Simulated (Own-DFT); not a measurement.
# Point defects and the pressure they add: C11b WSi2

The numbers are computed, not measured, by runs of the plane-wave DFT program Own-DFT (in-house, retired, unreviewed) at fixed positions, with no spin and no spin-orbit coupling.

Common settings: PBE; PseudoDojo norm-conserving scalar-relativistic files; cutoff 50 hartree; 5 x 5 x 5 k mesh centred on Gamma; cold (Marzari-Vanderbilt) smearing of 0.2 eV.

Keep in mind: forces on such cells failed a check on a denser k mesh; stress not checked against mesh or cutoff.

All runs share one cell, with vectors in Å (-2.148, -5.953, 3.409); (-6.444, 2.976, 1.136); (-2.553, -2.948, -6.757) and a volume of 403.2 Å³. The atoms are randomly displaced, by u rms on each axis. The defect's site can differ from row to row.

```
cell,formula,u (Å),P (GPa)
no defect,Si20W10,0.0182,4.43
no defect,Si20W10,0.0465,5.39
no defect,Si20W10,0.0592,6.30
one W on a Si site,Si19W11,0.0248,9.60
one W on a Si site,Si19W11,0.0420,10.30
one W on a Si site,Si19W11,0.0572,12.00
one Si vacancy,Si19W10,0.0314,3.56
one Si vacancy,Si19W10,0.0491,4.32
one Si vacancy,Si19W10,0.0557,4.36
one Si on a W site,Si21W9,0.0293,6.42
one Si on a W site,Si21W9,0.0295,5.95
one Si on a W site,Si21W9,0.0487,7.61
one Si on a W site,Si21W9,0.0489,?
```

## Worked fit

P = P0 + c u² + a shift for each defect gives P0 = 4.00 GPa, c = 689 ± 93 GPa/Å² and a scatter of 0.33 GPa. The shifts, and each times the cell's volume:

- one W on a Si site: 5.34 ± 0.27 GPa, 13.4 eV
- one Si on a W site: 1.73 ± 0.27 GPa, 4.3 eV
- one Si vacancy: -1.41 ± 0.27 GPa, -3.5 eV

Positive is outwards. The product with the volume (160.2 GPa Å³ to the eV) is nearly free of the cell's size; divided by the bulk modulus at the cell's pressure it gives the volume that the defect adds. The atoms around the defects weren't relaxed, which would change these numbers.

## Test on the hidden row

Question: what pressure belongs in the blank (one Si on a W site, u = 0.0489 Å)?

The fit gives 7.37 ± 0.39 GPa. The hidden result is 6.68 GPa.
